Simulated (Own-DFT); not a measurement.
# Point defects and the pressure they add: grey tin

No measurement is shown. These are fixed-geometry runs of a retired plane-wave code named Own-DFT, which no person has reviewed; spin and spin-orbit coupling are neglected.

All runs used: PBE; PseudoDojo norm-conserving scalar-relativistic files; cutoff 42 hartree; 3 x 3 x 3 k mesh centred on Gamma; cold (Marzari-Vanderbilt) smearing of 0.2 eV.

Limits (not all hold for every row): not probed for a lower state with spin; forces on such cells moved up to 12 meV/angstrom on a denser k mesh; stress not checked against mesh or cutoff.

All runs share one cell, with vectors in Å (12.978, 0.000, 0.000); (0.000, 12.978, 0.000); (0.000, 0.000, 12.978) and a volume of 2185.9 Å³. The atoms are randomly displaced, by u rms on each axis. The defect's site can differ from row to row.

| cell | formula | u (Å) | P (GPa) |
|---|---|---|---|
| no defect | Sn64 | 0.0198 | 3.37 |
| no defect | Sn64 | 0.0499 | 3.63 |
| no defect | Sn64 | 0.0506 | 3.65 |
| two Sn vacancies | Sn62 | 0.0308 | ? |
| two Sn vacancies | Sn62 | 0.0312 | 3.11 |
| two Sn vacancies | Sn62 | 0.0489 | 3.31 |
| two Sn vacancies | Sn62 | 0.0492 | 3.33 |
| one Sn vacancy | Sn63 | 0.0310 | 3.28 |
| one Sn vacancy | Sn63 | 0.0476 | 3.42 |
| one Sn vacancy | Sn63 | 0.0541 | 3.61 |

## Working it out

P = P0 + c u² + a shift for each defect gives P0 = 3.30 GPa, c = 140 ± 14 GPa/Å² and a scatter of 0.03 GPa. The shifts, and each times the cell's volume:

- one Sn vacancy: -0.15 ± 0.03 GPa, -2.0 eV
- two Sn vacancies: -0.32 ± 0.03 GPa, -4.3 eV (-2.2 eV for each of its 2 sites)

Positive is outwards. The product with the volume (160.2 GPa Å³ to the eV) is nearly free of the cell's size; divided by the bulk modulus at the cell's pressure it gives the volume that the defect adds. The atoms around the defects weren't relaxed, which would change these numbers.

## Check

Asked: what pressure belongs in the blank (two Sn vacancies, u = 0.0308 Å)?

From the fit: 3.12 ± 0.04 GPa. Computed: 3.19 GPa.
